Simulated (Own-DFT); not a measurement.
# A layer strained by its substrate: wurtzite AlN, 72 atoms (Al36N36)

Source: density functional calculations with Own-DFT, an unreviewed in-house program that is no longer used. Nothing was measured or relaxed, and spin and spin-orbit coupling are left out.

Common settings: PBE; PseudoDojo norm-conserving scalar-relativistic files; cutoff 42 hartree; 3 x 3 x 2 k mesh centred on Gamma; Fermi-Dirac smearing of 0.1 eV.

Limits: forces on such cells moved up to 12 meV/angstrom on a denser k mesh; stress not checked against mesh or cutoff.

Unstrained cell vectors in Å: (9.336, 0.000, 0.000); (-4.668, 8.085, 0.000); (0.000, 0.000, 9.964). The unstrained cell has measured lattice constants (interpolated for alloys), not those of this functional. That, the random moves and any unrelaxed bonds set the pressure at no strain. Each run strains x and y alike by e, as a substrate would, and holds the height along z. All atoms carry random offsets, Gaussian with a width of 0.05 Å per axis. Stress is positive in tension.

| e (%) | u (Å) | (s_xx + s_yy)/2 (GPa) | s_zz (GPa) |
|---|---|---|---|
| -3.00 | 0.049 | -24.32 | -11.61 |
| -2.75 | 0.049 | -25.67 | -8.55 |
| -2.25 | 0.051 | -20.62 | -9.39 |
| -1.25 | 0.053 | ? | ? |
| -1.00 | 0.052 | -12.63 | -5.38 |
| -0.50 | 0.051 | -8.60 | -8.09 |
| -0.25 | 0.051 | -7.62 | -6.70 |
| 2.25 | 0.047 | 5.74 | -1.00 |
| 2.75 | 0.048 | 7.69 | 0.16 |
| 3.00 | 0.045 | 9.83 | -1.21 |

## Analysis

With e as a fraction, the in-plane stress is -6.2 + 586 e - 2197 e² GPa (errors 15 and 963, scatter 1.00), and s_zz is -5.4 + 170 e GPa (slope ± 20, scatter 1.34). At e = 0 the first slope is C11 + C12 and the second 2 C13, both with the ions held to the strained lattice and at the cell's own pressure. A free layer would change its height as e changes, and the in-plane slope would drop by 2 C13²/C33 to the biaxial modulus. At fixed height, a misfit of 1 % moves the in-plane stress by about 5.9 GPa and s_zz by 1.7 GPa.

## Withheld run

Q: what are the two stresses at e = -1.25 %?

Estimate: -13.9 and -7.5 GPa. Computed: -14.12 and -9.07 GPa.
